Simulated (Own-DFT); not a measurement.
## Calculated data, Al31GaO48 (corundum with substituted atoms, atoms displaced), Al32O47 (corundum with one vacancy, atoms displaced)

A calculation, not a measurement: plane-wave PBE density functional theory by an unreviewed code, no spin, of a simulated periodic cell, stress positive in tension, free energy of the whole cell less one offset for each atom, defect cell not probed for a lower state with spin; oxygen file: force components 24 meV/angstrom off all-electron in one glass; forces on such cells passed a denser k mesh, this cell's mesh not checked; offsets are fitted by least squares, one for each functional and potential file, so energies compare only between cells with the same atoms and settings and are not formation energies; the far tail of each file's local potential was reset to the Coulomb form; each entry is a single point on an unrelaxed cell, so the pressure reflects the starting lattice, mostly measured values, from which strain is counted, and rises with the displacements; printed positions are rounded, which can move forces by about a meV/angstrom; the program is a retired in-house code; no spin-orbit coupling; before rounding, a Quantum ESPRESSO 7.3.1 run of the same cell and cutoff gave forces within 1 meV/angstrom rms on each cell, which checks the program and not the settings. Program: Own-DFT development build.

Common to all runs: functional PBE; potential files PseudoDojo norm-conserving, scalar-relativistic, standard set; wave cutoff 72 hartree; occupations Fermi-Dirac; smearing width 0.1 eV; k mesh 3 x 3 x 3 centred on Gamma.

(1) Al31GaO48 (corundum with substituted atoms, atoms displaced)

```
Al31GaO48
1.0
      5.4940     0.0000     8.6604
     -2.7470     4.7579     8.6604
     -2.7470    -4.7579     8.6604
Al O Al O Al Ga Al O Al O Al O Al O Al O Al O
4 6 4 6 2 1 1 6 4 6 4 6 4 6 4 6 4 6
Direct
  0.17412 0.17849 0.17922
  0.32800 0.33210 0.32428
  0.43101 0.42702 0.42471
  0.06599 0.08396 0.07616
  0.27740 0.46911 0.13280
  0.46745 0.12302 0.28211
  0.12042 0.28896 0.46571
  0.21417 0.02384 0.37877
  0.03798 0.36029 0.22105
  0.37923 0.21945 0.02871
  0.18283 0.17125 0.67998
  0.31496 0.32473 0.82420
  0.42131 0.42410 0.93010
  0.06639 0.07782 0.56347
  0.27713 0.46279 0.63337
  0.45897 0.12127 0.78640
  0.13111 0.27075 0.97829
  0.21389 0.03444 0.87216
  0.04034 0.37476 0.71069
  0.36357 0.22237 0.53757
  0.16316 0.68411 0.17697
  0.32314 0.81739 0.32274
  0.42669 0.92309 0.44542
  0.07611 0.57428 0.07357
  0.27270 0.97479 0.12271
  0.48412 0.62296 0.27087
  0.12845 0.78871 0.46256
  0.22395 0.51762 0.37978
  0.03472 0.88071 0.20850
  0.37739 0.72675 0.03033
  0.17382 0.67543 0.67305
  0.31782 0.82388 0.82235
  0.43217 0.92865 0.92117
  0.07502 0.57168 0.58345
  0.27412 0.97432 0.62230
  0.46663 0.63175 0.77549
  0.13400 0.77717 0.96972
  0.22323 0.53324 0.87282
  0.03048 0.87508 0.71831
  0.37095 0.72991 0.53117
  0.68303 0.18123 0.18291
  0.83820 0.31747 0.32144
  0.92310 0.42615 0.42489
  0.57279 0.07350 0.07655
  0.78082 0.47650 0.11237
  0.96240 0.13064 0.28047
  0.62120 0.29159 0.45770
  0.73399 0.02383 0.36661
  0.52869 0.36630 0.22948
  0.88352 0.22807 0.01796
  0.67889 0.16082 0.68488
  0.82857 0.32083 0.81863
  0.91786 0.43739 0.91653
  0.56987 0.06721 0.58116
  0.78538 0.48000 0.61581
  0.97177 0.11163 0.79492
  0.62810 0.26052 0.97737
  0.71973 0.02238 0.87412
  0.53741 0.36412 0.71965
  0.87255 0.22379 0.52743
  0.67744 0.68117 0.17185
  0.81567 0.82036 0.33712
  0.93151 0.93207 0.42485
  0.57671 0.56878 0.06170
  0.77407 0.98204 0.11735
  0.97128 0.62551 0.27883
  0.62628 0.77828 0.46794
  0.72192 0.53337 0.37681
  0.52772 0.87545 0.22294
  0.86328 0.73237 0.02084
  0.68244 0.66993 0.67708
  0.82367 0.83587 0.81548
  0.91176 0.92690 0.93823
  0.57462 0.56957 0.57617
  0.77801 0.97639 0.62466
  0.97136 0.62656 0.77307
  0.62189 0.78350 0.97182
  0.71655 0.52606 0.88004
  0.54132 0.87310 0.71343
  0.87066 0.71838 0.52829
```

- free energy of cell above offsets: -51.645 eV
- pressure: 11.48 GPa
- stress xx: -12.84 GPa
- stress yy: -12.05 GPa
- stress zz: -9.56 GPa
- stress yz: -0.26 GPa
- stress xz: 0.6 GPa
- stress xy: 0.22 GPa

Force:
```csv
element,x (eV/Å),y (eV/Å),z (eV/Å)
Al,3.53,-1.223,-0.877
Al,-0.194,-1.706,-2.379
Al,-0.938,0.703,-0.478
Al,2.418,-0.143,-0.104
O,0.316,1.377,-0.74
O,-0.172,1.304,1.495
O,0.123,-1.359,-0.487
O,-0.242,1.068,-0.607
O,-3.026,2.228,1.859
O,-0.883,0.576,-0.607
Al,-1.332,0.626,-2.301
Al,1.137,-1.491,1.603
Al,0.794,-0.503,0.205
Al,0.858,-1.11,2.306
O,-0.293,2.264,0.03
O,1.537,2.348,1.118
O,-1.603,1.425,-0.819
O,1.113,-1.509,0.826
O,-2.227,-0.885,0.057
O,2.786,0.523,1.241
Al,1.875,-0.459,0.979
Al,1.427,2.117,2.112
Ga,1.297,3.292,-2.57
Al,-0.193,0.033,-0.18
O,0.091,-0.627,0.614
O,-1.367,-0.868,-0.513
O,-0.869,-2.499,-1.466
O,-1.224,1.589,1.787
O,-1.631,-1.147,0.387
O,-0.017,0.04,-1.494
Al,0.281,0.345,2.03
Al,0.103,0.555,1.63
Al,-1.619,-2.482,-1.214
Al,1.156,1.548,-2.232
O,-3.457,-1.876,2.232
O,1.272,-1.019,-0.144
O,-2.025,-1.015,-2.006
O,-0.084,-0.385,-0.665
O,-0.533,-0.276,-0.603
O,0.694,-2.003,-1.992
Al,1.112,0.334,-3.001
Al,-3.025,1.479,-0.811
Al,0.498,0.198,1.038
Al,-0.701,-1.064,0.18
O,-0.095,-1.022,0.921
O,1.216,-0.411,-0.545
O,1.655,-2.577,0.911
O,-1.404,-1.151,1.151
O,-0.036,1.625,0.655
O,-1.601,-0.06,-0.563
Al,-1.542,2.66,0.341
Al,0.251,-1.092,-0.759
Al,1.272,-1.852,0.741
Al,-0.136,2.412,0.221
O,-0.862,-1.648,-0.209
O,0.012,2.262,-0.38
O,-0.612,3.027,1.67
O,-0.429,0.073,0.933
O,-1.005,0.518,0.397
O,-0.668,-0.139,-0.457
Al,-1.087,-0.484,-1.023
Al,1.361,2.111,-0.251
Al,-0.015,0.052,-1.733
Al,-2.866,-1.143,2.88
O,-0.157,-2.647,1.227
O,-0.091,0.62,-0.607
O,1.464,-2.106,1.138
O,1.386,0.269,-0.85
O,0.434,0.183,-0.802
O,2.363,-1.206,1.879
Al,-1.202,0.41,-0.78
Al,0.104,-2.406,-0.241
Al,2.092,0.812,0.167
Al,-0.548,0.24,-0.284
O,0.387,0.692,-1.034
O,-0.284,0.66,0.458
O,1.22,0.565,-0.302
O,2.172,1.318,-1.614
O,-0.762,-1.135,-0.817
O,1.249,0.247,2.117
```

(2) Al32O47 (corundum with one vacancy, atoms displaced)

```
Al32O47
1.0
      5.4940     0.0000     8.6604
     -2.7470     4.7579     8.6604
     -2.7470    -4.7579     8.6604
Al O Al O Al O Al O Al O Al O Al O Al O
4 6 4 5 4 6 4 6 4 6 4 6 4 6 4 6
Direct
  0.17411 0.17296 0.17632
  0.32013 0.32317 0.32736
  0.42615 0.42455 0.42083
  0.07427 0.07035 0.07258
  0.28362 0.46940 0.12868
  0.46912 0.13079 0.27898
  0.12793 0.27846 0.46535
  0.22065 0.03153 0.37494
  0.03458 0.37526 0.22116
  0.37874 0.22282 0.02953
  0.18032 0.17239 0.67173
  0.32659 0.31765 0.82381
  0.42488 0.43205 0.92277
  0.07660 0.06801 0.57588
  0.27994 0.47270 0.62106
  0.46891 0.12880 0.78190
  0.12478 0.27835 0.97267
  0.22879 0.02569 0.87010
  0.37147 0.22120 0.53444
  0.18144 0.67050 0.17705
  0.32531 0.82253 0.32591
  0.42560 0.92262 0.42555
  0.07316 0.56860 0.07725
  0.27305 0.97031 0.12840
  0.47372 0.61338 0.28492
  0.12441 0.77921 0.47399
  0.22391 0.52783 0.37692
  0.02275 0.88099 0.22036
  0.37061 0.71784 0.03693
  0.17228 0.68098 0.67564
  0.32816 0.81727 0.82973
  0.42737 0.92467 0.93007
  0.07335 0.56915 0.57699
  0.27159 0.97101 0.63012
  0.47493 0.62516 0.77342
  0.12902 0.77997 0.96453
  0.22427 0.52560 0.86749
  0.03872 0.86932 0.71690
  0.37848 0.71829 0.52884
  0.67316 0.17949 0.17230
  0.82591 0.32444 0.32771
  0.92635 0.42436 0.42649
  0.57223 0.07688 0.07585
  0.78280 0.47108 0.12172
  0.97407 0.12393 0.27590
  0.62520 0.27865 0.47558
  0.71758 0.03322 0.37674
  0.53522 0.36592 0.22149
  0.88264 0.21023 0.03528
  0.68279 0.17206 0.67652
  0.82205 0.33062 0.81869
  0.92293 0.42992 0.92720
  0.57523 0.07451 0.57507
  0.77654 0.46662 0.62604
  0.96868 0.12309 0.77670
  0.62235 0.27690 0.97086
  0.72789 0.02743 0.87374
  0.53212 0.37091 0.72220
  0.88086 0.22204 0.52377
  0.68342 0.67645 0.17474
  0.82788 0.82202 0.32180
  0.92609 0.92625 0.42353
  0.57389 0.58230 0.07392
  0.78041 0.96871 0.12687
  0.97615 0.62319 0.27915
  0.62693 0.77621 0.47362
  0.72354 0.52761 0.37135
  0.53013 0.86966 0.22822
  0.87174 0.72385 0.02505
  0.67914 0.67648 0.67252
  0.83172 0.82344 0.81979
  0.92910 0.92163 0.92350
  0.56966 0.57531 0.57264
  0.77616 0.96872 0.62583
  0.97554 0.62339 0.77730
  0.62649 0.77910 0.96780
  0.71666 0.52870 0.87837
  0.52651 0.87279 0.72132
  0.87883 0.71909 0.52657
```

* free energy of cell above offsets: -56.466 eV
* pressure: 7.17 GPa
* stress xx: -7.21 GPa
* stress yy: -7.17 GPa
* stress zz: -7.11 GPa
* stress yz: -0.19 GPa
* stress xz: -0.17 GPa
* stress xy: -0.1 GPa

Force:
```csv
element,x (eV/Å),y (eV/Å),z (eV/Å)
Al,0.192,0.471,0.466
Al,0.745,0.064,0.478
Al,-0.002,-1.307,0.549
Al,0.431,0.453,0.501
O,-0.278,1.172,-0.903
O,0.733,-1.111,-1.035
O,-0.6,-0.674,0.189
O,0.776,-0.375,-0.412
O,-0.354,-0.436,-0.866
O,-0.755,-0.267,-1.099
Al,-1.322,-0.278,0.221
Al,-0.907,1.279,0.709
Al,0.369,-0.774,-0.584
Al,-0.236,0.784,0.629
O,-0.111,-0.38,0.013
O,1.501,-1.097,-0.903
O,0.185,0.047,-0.14
O,-0.635,-0.554,0.38
O,0.679,0.492,0.005
Al,-1.186,-0.053,-0.235
Al,0.026,-0.383,-0.669
Al,-0.424,0.186,1.386
Al,0.702,1.108,0.512
O,0.875,-0.211,0.456
O,-0.085,2.145,1.025
O,0.044,0.352,-0.178
O,0.11,0.287,-0.668
O,1.022,-1.155,-0.491
O,0.892,0.925,0.6
Al,2.146,-0.886,-1.144
Al,-0.107,1.233,-0.169
Al,-0.354,1.021,-0.52
Al,0.418,-0.857,0.178
O,1.158,0.207,-0.152
O,-0.442,-0.341,0.183
O,-0.359,-1.286,-0.32
O,-0.848,-0.791,1.382
O,-1.879,0.058,0.119
O,-0.788,0.681,-0.416
Al,0.901,-0.858,0.372
Al,0.187,0.09,-1.376
Al,0.183,-0.101,0.544
Al,0.398,-0.003,0.1
O,-0.718,-0.178,0.629
O,-0.596,-0.079,0.708
O,0.283,0.007,-0.202
O,0.631,-0.382,-0.346
O,-1.489,1.137,1.125
O,-1.346,1.938,-1.039
Al,-0.797,0.574,-0.19
Al,0.764,-1.423,0.158
Al,1.076,-0.524,-0.668
Al,-0.35,0.089,-0.325
O,0.032,0.777,0.339
O,-0.022,0.33,0.471
O,0.628,0.283,0.957
O,0.058,-0.252,-0.592
O,-0.132,0.405,0.16
O,-0.229,-0.484,-0.398
Al,-0.726,-0.406,-1.084
Al,-0.654,0.244,0.29
Al,-0.09,0.167,0.057
Al,0.409,-1.454,-0.869
O,-0.129,0.351,-0.655
O,0.011,0.152,-0.566
O,0.118,0.335,-0.347
O,0.004,-0.255,0.697
O,0.056,0.8,-0.386
O,1.204,-0.153,0.983
Al,-0.214,-0.018,-0.175
Al,-0.668,0.006,-0.825
Al,-0.606,0.182,1.125
Al,0.882,-0.797,0.369
O,0.16,-0.179,0.789
O,-0.653,0.099,0.009
O,-0.159,-0.367,0.519
O,0.474,0.2,-0.03
O,0.112,-0.126,0.708
O,-0.324,0.124,-0.114
```

(3) Al32O47 (corundum with one vacancy, atoms displaced)

```
Al32O47
1.0
      5.4940     0.0000     8.6604
     -2.7470     4.7579     8.6604
     -2.7470    -4.7579     8.6604
Al O Al O Al O Al O Al O Al O Al O Al O
4 6 4 6 4 6 4 6 4 6 4 6 4 6 4 5
Direct
  0.17521 0.16637 0.17791
  0.32140 0.32272 0.32194
  0.42218 0.42798 0.42682
  0.07650 0.07447 0.07173
  0.27713 0.46921 0.12273
  0.46998 0.12119 0.28212
  0.13095 0.27419 0.46955
  0.22431 0.02827 0.37084
  0.03080 0.37284 0.22046
  0.37208 0.21742 0.02862
  0.17758 0.17415 0.67511
  0.32228 0.33073 0.82148
  0.42556 0.42690 0.92546
  0.07326 0.07377 0.57453
  0.28412 0.46676 0.62555
  0.47169 0.12730 0.77876
  0.12249 0.28880 0.96864
  0.22384 0.02773 0.87266
  0.03763 0.37141 0.71776
  0.37944 0.21722 0.52776
  0.17733 0.67607 0.17518
  0.32848 0.82381 0.31812
  0.42751 0.93010 0.42491
  0.07159 0.57266 0.07525
  0.28172 0.97139 0.12085
  0.46744 0.62548 0.28262
  0.12860 0.77958 0.47125
  0.22378 0.52928 0.37532
  0.02786 0.87266 0.21873
  0.37221 0.72910 0.03051
  0.17785 0.67657 0.67661
  0.32179 0.82498 0.82227
  0.42693 0.92186 0.92548
  0.07426 0.58103 0.57096
  0.27925 0.97043 0.62902
  0.46967 0.63027 0.77966
  0.12715 0.77379 0.97217
  0.22382 0.52401 0.87963
  0.02769 0.87069 0.72285
  0.37474 0.72672 0.52855
  0.67744 0.17747 0.17274
  0.82589 0.32447 0.32596
  0.92768 0.42493 0.42957
  0.57254 0.07588 0.07784
  0.77976 0.47381 0.11946
  0.96902 0.12002 0.28086
  0.62716 0.28036 0.47178
  0.72095 0.03178 0.37975
  0.52363 0.37792 0.22344
  0.87154 0.22004 0.03338
  0.67198 0.17765 0.67945
  0.82838 0.33067 0.82067
  0.92808 0.41954 0.92930
  0.57417 0.07685 0.56858
  0.77995 0.47073 0.62571
  0.97408 0.12702 0.77350
  0.62231 0.27863 0.97276
  0.72105 0.02893 0.87922
  0.52516 0.36757 0.72632
  0.87667 0.22236 0.53014
  0.67752 0.68079 0.17010
  0.82093 0.82796 0.32474
  0.92651 0.92817 0.42544
  0.58061 0.57346 0.07451
  0.77551 0.96979 0.12436
  0.97550 0.61707 0.27732
  0.61793 0.78570 0.46738
  0.72667 0.52960 0.36990
  0.52501 0.87714 0.22410
  0.87599 0.72567 0.02482
  0.68120 0.67219 0.67562
  0.82093 0.82391 0.82639
  0.92346 0.92266 0.92987
  0.57127 0.57474 0.57548
  0.77508 0.97288 0.62327
  0.96574 0.62618 0.77542
  0.63335 0.77474 0.96648
  0.72705 0.52455 0.87775
  0.87438 0.71851 0.53349
```

- free energy of cell above offsets: -56.584 eV
- pressure: 7.15 GPa
- stress xx: -7.27 GPa
- stress yy: -7.13 GPa
- stress zz: -7.04 GPa
- stress yz: 0.24 GPa
- stress xz: -0.16 GPa
- stress xy: 0.36 GPa

Force:
```csv
element,x (eV/Å),y (eV/Å),z (eV/Å)
Al,-0.115,1.273,1.338
Al,0.438,0.237,0.776
Al,0.813,-0.407,-0.075
Al,0.067,-0.203,-0.571
O,-0.068,-0.263,0.951
O,0.272,1.193,0.765
O,-0.681,-0.035,-0.198
O,-0.624,-0.611,0.259
O,-0.185,-0.554,-0.539
O,0.23,-0.086,0.797
Al,0.464,0.094,0.204
Al,0.414,-1.478,-0.238
Al,-0.073,-0.398,-0.219
Al,0.408,-0.254,-0.182
O,-1.024,0.941,0.038
O,0.071,-0.432,-0.535
O,0.296,-1.461,-0.726
O,-0.485,-0.111,0.158
O,-0.977,-0.007,-0.036
O,-0.713,0.627,-0.349
Al,0.242,-0.266,-0.387
Al,-0.62,-0.4,0.813
Al,-0.842,-0.691,-1.119
Al,0.349,-0.353,0.171
O,-0.618,-0.098,-0.246
O,1.053,0.584,0.117
O,-0.233,0.066,-0.616
O,-0.336,0.108,-0.486
O,-0.623,0.052,0.568
O,0.821,-0.66,-0.384
Al,0.065,-0.051,-0.217
Al,0.193,-0.275,0.918
Al,0.601,1.387,0.158
Al,0.269,-0.976,-0.064
O,0.099,0.762,-0.761
O,1.095,-0.722,-0.889
O,-0.416,0.295,0.045
O,-0.129,1.229,-0.495
O,-0.295,0.56,0.591
O,-0.001,-0.623,-0.423
Al,-0.966,-0.412,0.166
Al,-0.078,0.326,-0.174
Al,0.51,0.149,-0.731
Al,-0.275,0.409,-1.099
O,-0.393,-0.944,0.766
O,0.501,1.211,0.792
O,-0.204,0.308,-0.3
O,1.418,0.924,-1.694
O,0.676,0.1,-0.194
O,0.982,0.499,0.25
Al,0.782,-0.456,-0.623
Al,0.22,-1.07,-0.952
Al,-0.117,1.297,0.337
Al,-0.65,-1.799,0.809
O,-0.617,0.338,-0.017
O,-0.495,-0.601,0.13
O,0.388,0.178,0.592
O,0.351,0.281,-0.531
O,-0.335,1.684,1.856
O,-0.299,0.05,-0.415
Al,-0.242,-0.778,0.51
Al,0.402,-0.43,-0.389
Al,-0.249,-0.885,-0.219
Al,-0.677,-0.111,-0.892
O,-0.258,-0.33,1.107
O,-0.954,0.684,1.131
O,1.631,-1.07,1.087
O,-0.689,-0.305,0.148
O,0.837,0.106,-0.542
O,-0.027,-0.647,-0.327
Al,-1.877,0.519,0.564
Al,1.039,1.133,-0.071
Al,0.464,0.941,0.218
Al,0.278,0.335,-0.313
O,0.159,-0.455,0.878
O,0.637,-0.163,0.822
O,-1.552,-0.471,-0.333
O,0.013,0.293,-0.851
O,0.465,1.167,-0.41
```

(4) Al32O47 (corundum with one vacancy, atoms displaced)

```
Al32O47
1.0
      5.4940     0.0000     8.6604
     -2.7470     4.7579     8.6604
     -2.7470    -4.7579     8.6604
Al O Al O Al O Al O Al O Al O Al O Al O
4 6 4 6 4 6 4 5 4 6 4 6 4 6 4 6
Direct
  0.18972 0.18166 0.16804
  0.33629 0.32010 0.30395
  0.42178 0.43635 0.42706
  0.08784 0.06235 0.06809
  0.27306 0.46867 0.15103
  0.45776 0.13495 0.27810
  0.13912 0.27725 0.46237
  0.21878 0.02057 0.38230
  0.03639 0.38145 0.21463
  0.39088 0.22829 0.01939
  0.16865 0.18493 0.66064
  0.32364 0.31584 0.83012
  0.44128 0.42565 0.92436
  0.08160 0.06143 0.57544
  0.25448 0.48342 0.63891
  0.48491 0.11839 0.78426
  0.11802 0.27787 0.98639
  0.21389 0.01706 0.89606
  0.03522 0.37509 0.73128
  0.36763 0.22624 0.53171
  0.16145 0.66827 0.18497
  0.32123 0.81221 0.32618
  0.41393 0.95393 0.41459
  0.07599 0.57279 0.07566
  0.29859 0.96093 0.11827
  0.46502 0.61799 0.27979
  0.12930 0.77835 0.47792
  0.22408 0.52723 0.37385
  0.02110 0.87620 0.21511
  0.38004 0.69869 0.01465
  0.19290 0.66256 0.66994
  0.33193 0.81109 0.82737
  0.41285 0.93621 0.92173
  0.06632 0.57413 0.57104
  0.46319 0.61920 0.77809
  0.12142 0.78208 0.97349
  0.23106 0.52615 0.86132
  0.01533 0.87232 0.72711
  0.37500 0.71853 0.52401
  0.68362 0.16384 0.17472
  0.84019 0.32976 0.30828
  0.91349 0.45249 0.41611
  0.58734 0.07155 0.06294
  0.77800 0.46555 0.12431
  0.96430 0.13654 0.27820
  0.62594 0.27715 0.46425
  0.71688 0.03471 0.36687
  0.52086 0.38526 0.22140
  0.88306 0.21485 0.02758
  0.67850 0.19072 0.65688
  0.81703 0.32065 0.82507
  0.93406 0.41011 0.92433
  0.58106 0.08625 0.56219
  0.77262 0.48002 0.62340
  0.97317 0.13484 0.77685
  0.61323 0.28800 0.96776
  0.73509 0.03085 0.87591
  0.52581 0.37086 0.72495
  0.86784 0.21878 0.53850
  0.68450 0.68985 0.15243
  0.82090 0.81225 0.32846
  0.92445 0.92604 0.42134
  0.57677 0.57145 0.07146
  0.78172 0.96104 0.12799
  0.97160 0.61762 0.27407
  0.61941 0.79726 0.44410
  0.69718 0.53581 0.38552
  0.52822 0.87321 0.22604
  0.88603 0.73054 0.00307
  0.66641 0.67711 0.67875
  0.83037 0.82761 0.81380
  0.93324 0.92808 0.91393
  0.56105 0.56508 0.58639
  0.77664 0.97384 0.62974
  0.98997 0.62209 0.77346
  0.63718 0.75576 0.98424
  0.71404 0.52360 0.88045
  0.52048 0.88364 0.71811
  0.88472 0.71519 0.52662
```

- free energy of cell above offsets: -45.093 eV
- pressure: 13.28 GPa
- stress xx: -13.17 GPa
- stress yy: -14.84 GPa
- stress zz: -11.82 GPa
- stress yz: -0.5 GPa
- stress xz: 0.54 GPa
- stress xy: -1.38 GPa

Force:
```csv
element,x (eV/Å),y (eV/Å),z (eV/Å)
Al,-0.401,-1.3,-0.563
Al,-2.463,-3.784,5.809
Al,-0.364,-1.707,-2.018
Al,-4.651,-1.312,2.03
O,0.618,6.783,-5.653
O,3.921,0.663,-0.329
O,-2.114,0.033,-1.554
O,0.342,2.109,-0.536
O,-0.818,-1.266,-0.641
O,-1.873,-1.384,-1.519
Al,0.717,-0.812,1.962
Al,-0.313,1.53,0.494
Al,-4.51,0.218,-3.653
Al,-1.384,0.385,-0.469
O,5.765,-1.211,-2.035
O,-1.067,0.341,-1.047
O,2.35,-0.229,0.323
O,3.609,3.003,-2.051
O,0.615,0.209,-2.974
O,1.041,-0.64,0.675
Al,1.896,0.976,2.703
Al,1.203,0.361,1.77
Al,0.958,-3.804,-1.603
Al,1.488,2.846,-1.488
O,-2.409,-0.094,0.174
O,-0.052,2.157,1.433
O,-1.324,1.575,-2.556
O,-2.017,0.125,0.28
O,0.001,-1.181,1.065
O,-0.714,-0.208,2.748
Al,-3.311,1.038,0.35
Al,-2.013,1.63,-0.676
Al,3.005,-0.434,0.213
Al,1.972,-1.315,2.961
O,1.042,2.085,1.425
O,0.532,-0.71,-0.772
O,-1.264,-2.758,2.798
O,2.745,2.475,2.463
O,0.207,-0.155,0.77
Al,-0.766,1.514,1.198
Al,-2.257,-0.377,-0.602
Al,0.474,-5.513,-2.426
Al,-0.93,-1.44,-0.715
O,0.659,0.076,0.871
O,2.436,-1.951,-1.128
O,-0.279,0.208,1.235
O,0.455,-2.199,1.164
O,2.015,-1.679,-1.61
O,-0.79,-0.057,-1.171
Al,-0.996,-2.485,-0.362
Al,-0.323,0.599,1.663
Al,-1.858,1.09,1.972
Al,-1.154,-0.884,-1.468
O,0.148,0.073,0.085
O,0.706,-0.61,-1.293
O,4.33,-2.951,3.084
O,-0.451,1.446,-1.817
O,0.717,0.341,-0.049
O,2.459,2.378,1.719
Al,-1.018,-2.965,1.5
Al,-0.429,1.766,0.866
Al,0.19,0.195,1.439
Al,-0.918,-0.646,0.118
O,-0.6,1.527,0.175
O,-1.335,2.948,2.155
O,-0.508,-3.184,1.622
O,3.458,0.676,0.099
O,0.264,1.698,-0.527
O,-0.915,-3.638,1.072
Al,0.472,0.268,0.897
Al,0.381,-1.539,-0.816
Al,-0.238,-0.72,0.229
Al,-0.208,2.584,-0.41
O,0.578,1.396,-1.934
O,-3.106,-0.621,-2.081
O,-1.063,4.3,-2.091
O,1.362,1.106,-0.748
O,0.945,-0.408,-0.13
O,-2.869,1.443,-2.093
```
